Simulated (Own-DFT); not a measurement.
# What a defect does to the pressure of its cell: 4H SiC

Source: density functional calculations with Own-DFT, an unreviewed in-house program that is no longer used. Nothing was measured or relaxed, and spin and spin-orbit coupling are left out.

Method: PBE; PseudoDojo norm-conserving scalar-relativistic files; cutoff 42 hartree; 4 x 4 x 3 k mesh centred on Gamma; Fermi-Dirac smearing of 0.1 eV.

Known weak points (not all hold for every row): not probed for a lower state with spin; forces on such cells failed a check on a denser k mesh; forces on such cells passed a denser k mesh, each cell not checked; stress not checked against mesh or cutoff.

All runs share one cell, with vectors in Å (9.248, 0.000, 0.000); (-4.624, 8.009, 0.000); (0.000, 0.000, 10.068) and a volume of 745.7 Å³. The atoms are randomly displaced, by u rms on each axis. The defect's site can differ from row to row.

| cell | formula | u (Å) | P (GPa) |
|---|---|---|---|
| no defect | C36Si36 | 0.0308 | 3.83 |
| no defect | C36Si36 | 0.0604 | 5.55 |
| no defect | C36Si36 | 0.0605 | 6.57 |
| two Al on a Si site each | Al2C36Si34 | 0.0299 | 5.89 |
| two Al on a Si site each | Al2C36Si34 | 0.0314 | 5.81 |
| two Al on a Si site each | Al2C36Si34 | 0.0464 | 7.19 |
| one Al on a Si site and one N on a C site | AlC35NSi35 | 0.0469 | 5.19 |
| one Al on a Si site and one N on a C site | AlC35NSi35 | 0.0504 | 5.11 |
| one Al on a Si site and one N on a C site | AlC35NSi35 | 0.0538 | 5.78 |
| one C vacancy | C35Si36 | 0.0281 | 3.52 |
| one C vacancy | C35Si36 | 0.0483 | 4.79 |
| one C vacancy | C35Si36 | 0.0505 | 4.81 |
| one C on a Si site | C37Si35 | 0.0455 | ? |
| one C on a Si site | C37Si35 | 0.0475 | 2.91 |
| one C on a Si site | C37Si35 | 0.0487 | 3.52 |
| one C on a Si site | C37Si35 | 0.0491 | 3.17 |

## What the rows give

P = P0 + c u² + a shift for each defect gives P0 = 2.98 GPa, c = 850 ± 109 GPa/Å² and a scatter of 0.31 GPa. The shifts, and each times the cell's volume:

- two Al on a Si site each: 2.18 ± 0.29 GPa, 10.1 eV (5.1 eV for each of its 2 sites)
- one Al on a Si site and one N on a C site: 0.22 ± 0.25 GPa, 1.0 eV (not resolved)
- one C vacancy: -0.21 ± 0.27 GPa, -1.0 eV (not resolved)
- one C on a Si site: -1.77 ± 0.26 GPa, -8.2 eV

Against the defect-free cell, a freed cell would be larger where the shift is positive and smaller where it is negative (160.2 GPa Å³ is 1 eV). The atoms around the defects weren't relaxed, which would change these numbers.

## Withheld run

Asked: what pressure belongs in the blank (one C on a Si site, u = 0.0455 Å)?

The fit gives 2.96 ± 0.36 GPa. The calculation gave 2.74 GPa.
